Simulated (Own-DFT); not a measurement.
# Response to strain: wurtzite GaN, 72 atoms (Ga36N36)

Calculated results; nothing here was measured. The program, named Own-DFT, is a retired in-house plane-wave density functional code that no person has reviewed. Each row is one single-point run on a periodic cell that was not relaxed, without spin or spin-orbit coupling.

Settings of every run: PBE; PseudoDojo norm-conserving scalar-relativistic files (stringent for Ga); cutoff 96 hartree; 4 x 4 x 3 k mesh centred on Gamma; Gaussian smearing of 0.01 eV.

Known limits: forces not confirmed at this smearing and k mesh; stress not checked against mesh or cutoff.

Unstrained cell vectors in Å: (9.567, 0.000, 0.000); (-4.784, 8.285, 0.000); (0.000, 0.000, 10.370). The unstrained cell has measured lattice constants (interpolated for alloys), not those of this functional. That, the random moves and any unrelaxed bonds set the pressure at no strain. Each run strains this cell uniformly, with the atoms carried along. Every atom was also moved at random, by a Gaussian of width 0.05 Å on each axis. Strain is the symmetric tensor, in per cent. Stress is positive in tension, and the pressure is minus a third of its trace.

| run | e_xx (%) | e_yy (%) | e_zz (%) | s_xx (GPa) | s_yy (GPa) | s_zz (GPa) | P (GPa) | E (meV/atom) |
|---|---|---|---|---|---|---|---|---|
| 1 | 0.00 | 0.00 | 1.00 | -4.91 | -8.27 | -3.35 | 5.51 | 12.1 |
| 2 | 0.00 | 0.00 | -1.75 | -7.40 | -9.34 | -16.40 | 11.05 | 31.5 |
| 3 | 0.00 | 0.00 | 1.25 | -5.40 | -6.85 | -1.26 | 4.50 | 1.8 |
| 4 | 0.00 | 0.00 | -1.50 | -7.95 | -8.59 | -13.36 | 9.97 | 11.5 |
| 5 | 0.00 | 0.00 | 3.00 | -4.31 | -5.62 | 4.39 | 1.85 | 5.8 |
| 6 | 0.00 | 0.00 | 2.50 | -5.21 | -5.58 | 3.44 | 2.45 | 0.0 |
| 7 | 0.00 | 0.00 | -1.00 | -6.76 | -8.38 | -11.28 | 8.81 | 7.9 |
| 8 | 0.00 | 0.00 | 2.00 | -6.62 | -5.85 | 1.25 | 3.74 | 12.2 |
| 9 | 0.00 | 0.00 | 0.50 | ? | ? | ? | ? | ? |

E is the free energy for each atom above the lowest run shown.

## Worked fit

The change of volume is close to e_xx + e_yy + e_zz. A straight line through the runs shown gives P = 7.27 - 188 x (fractional change of volume) GPa, with an error of 7 on the slope and a scatter of 0.33 GPa. The strain isn't the same on all axes and the cell isn't cubic, so the slope belongs to this path and is not the bulk modulus.

## Withheld run

Question: what pressure should run 9 give? Its volume changes by 0.50 %.

The line gives 6.3 GPa. The calculation gave 6.25 GPa.
